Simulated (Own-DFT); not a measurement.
# Strain and stress in 4H SiC, 32 atoms (C16Si16)

These are calculations, not measurements. They come from Own-DFT, an in-house plane-wave density functional program, since retired, whose code no person has reviewed. Each row is one single-point run on a periodic cell that was not relaxed, without spin or spin-orbit coupling.

Settings of every run: PBE; PseudoDojo norm-conserving scalar-relativistic files; cutoff 42 hartree; 5 x 5 x 3 k mesh centred on Gamma; Fermi-Dirac smearing of 0.1 eV.

Known limits: forces on such cells passed a denser k mesh, each cell not checked; stress not checked against mesh or cutoff.

Unstrained cell vectors in Å: (6.165, 0.000, 0.000); (-3.083, 5.339, 0.000); (0.000, 0.000, 10.068). The unstrained cell has measured lattice constants (interpolated for alloys), not those of this functional. That, the random moves and any unrelaxed bonds set the pressure at no strain. Each run strains this cell uniformly, with the atoms carried along. Every atom was also moved at random, by a Gaussian of width 0.05 Å on each axis. Strain is the symmetric tensor, in per cent. Stress is positive in tension, and the pressure is minus a third of its trace.

| run | e_xx (%) | e_yy (%) | e_zz (%) | e_yz (%) | e_xz (%) | e_xy (%) | s_xx (GPa) | s_yy (GPa) | s_zz (GPa) | s_yz (GPa) | s_xz (GPa) | s_xy (GPa) | P (GPa) | E (meV/atom) |
|---|---|---|---|---|---|---|---|---|---|---|---|---|---|---|
| 1 | -0.72 | -1.78 | -1.82 | 1.07 | 1.23 | -1.60 | -13.54 | -13.83 | -26.09 | 3.29 | 3.89 | -10.29 | 17.82 | 80.2 |
| 2 | 1.80 | 0.75 | -1.71 | 0.63 | 0.01 | 1.58 | 4.42 | 1.40 | -15.28 | 2.35 | 0.13 | 7.21 | 3.16 | 2.5 |
| 3 | -1.37 | -1.32 | -1.15 | -0.56 | 0.51 | 0.24 | -13.49 | -16.25 | -14.45 | -3.41 | 1.04 | 2.01 | 14.73 | 33.2 |
| 4 | 1.82 | 1.14 | 1.66 | 0.28 | 1.33 | -1.94 | 5.82 | 3.35 | 4.00 | 0.44 | 3.88 | -7.61 | -4.39 | 25.4 |
| 5 | 0.38 | 1.88 | -1.04 | 1.38 | 0.13 | -0.54 | -2.50 | 6.21 | -11.17 | 3.55 | 1.27 | -0.59 | 2.49 | 0.0 |
| 6 | 0.77 | -0.13 | 0.09 | 1.96 | -1.15 | -1.43 | 0.10 | -2.27 | -10.55 | 5.96 | -4.28 | -5.69 | 4.24 | 49.8 |
| 7 | -1.78 | 1.84 | -0.57 | 0.29 | 0.61 | -1.42 | -14.49 | 5.13 | -12.39 | 0.07 | 2.48 | -5.93 | 7.25 | 43.5 |
| 8 | -0.93 | 1.63 | -0.95 | 1.88 | -0.51 | 0.75 | -8.51 | 0.75 | -9.99 | 6.22 | -2.05 | 1.92 | 5.91 | 28.0 |
| 9 | -1.76 | 1.83 | -1.61 | 0.98 | -0.95 | 1.24 | -15.68 | 1.99 | -15.48 | 3.29 | -4.99 | 8.63 | 9.72 | 55.8 |
| 10 | -1.20 | -1.98 | -0.46 | -1.70 | -1.58 | 0.30 | -13.68 | -18.27 | -12.29 | -5.64 | -4.01 | 1.80 | 14.75 | 62.1 |
| 11 | 1.41 | -0.18 | 0.33 | -1.32 | 1.77 | 0.33 | 2.26 | -5.86 | -4.85 | -3.30 | 6.01 | 2.84 | 2.82 | 47.1 |
| 12 | -1.75 | -0.06 | -0.22 | -0.09 | -0.91 | 1.95 | -18.02 | -7.60 | -6.20 | 0.70 | -2.16 | 12.00 | 10.61 | 44.6 |
| 13 | -0.06 | -0.56 | -0.68 | 1.69 | -1.33 | -1.94 | -8.73 | -7.02 | -12.14 | 4.74 | -6.22 | -11.06 | 9.30 | 46.4 |
| 14 | 1.39 | -1.71 | -1.17 | -1.97 | -0.68 | 0.30 | 0.91 | -16.04 | -14.18 | -7.36 | -3.51 | 1.99 | 9.77 | 63.5 |
| 15 | -0.18 | 0.53 | 0.46 | -1.03 | -0.58 | 0.15 | -3.58 | -2.14 | -3.36 | -1.44 | -1.94 | 0.74 | 3.03 | 8.7 |
| 16 | -0.88 | -0.06 | -1.70 | 0.53 | -0.83 | -1.12 | ? | ? | ? | ? | ? | ? | ? | ? |

E is the free energy for each atom above the lowest run shown.

## Worked fit

Each stress component was fitted by least squares to a constant and the strains of the runs shown, as fractions, with shears doubled. Shear strains stay in the fit of a normal stress only where such slopes are resolved. The slopes, in GPa:

```
stress,at no strain,per e_xx,per e_yy,per e_zz,scatter
s_xx,-5.5,575 ± 32,84 ± 30,62 ± 46,1.52
s_yy,-5.1,107 ± 39,573 ± 36,21 ± 56,1.85
s_zz,-7.5,28 ± 55,119 ± 51,614 ± 79,2.60
```

Each shear stress against twice its own strain: yz 169 ± 14, xz 176 ± 16, xy 255 ± 23 GPa. These are stiffnesses along x, y and z of the frame in which the cell vectors are given, which need not be the crystal's axes. The atoms are held to the strained lattice; where symmetry lets them move under strain, relaxing them would lower some slopes. The table should be nearly symmetric about its diagonal, and what it lacks of that shows the noise. A ninth of its sum, 243 ± 7 GPa, estimates the bulk modulus near the mean pressure of these runs, 7.4 GPa, so it lies above the value at zero pressure.

## Withheld run

Question: what normal stresses and pressure should run 16 give?

The fit gives s_xx = -11.7, s_yy = -6.8, s_zz = -18.2 and P = 12.2 GPa. The calculation gave -10.58, -7.60, -17.80 and P = 12.00 GPa.
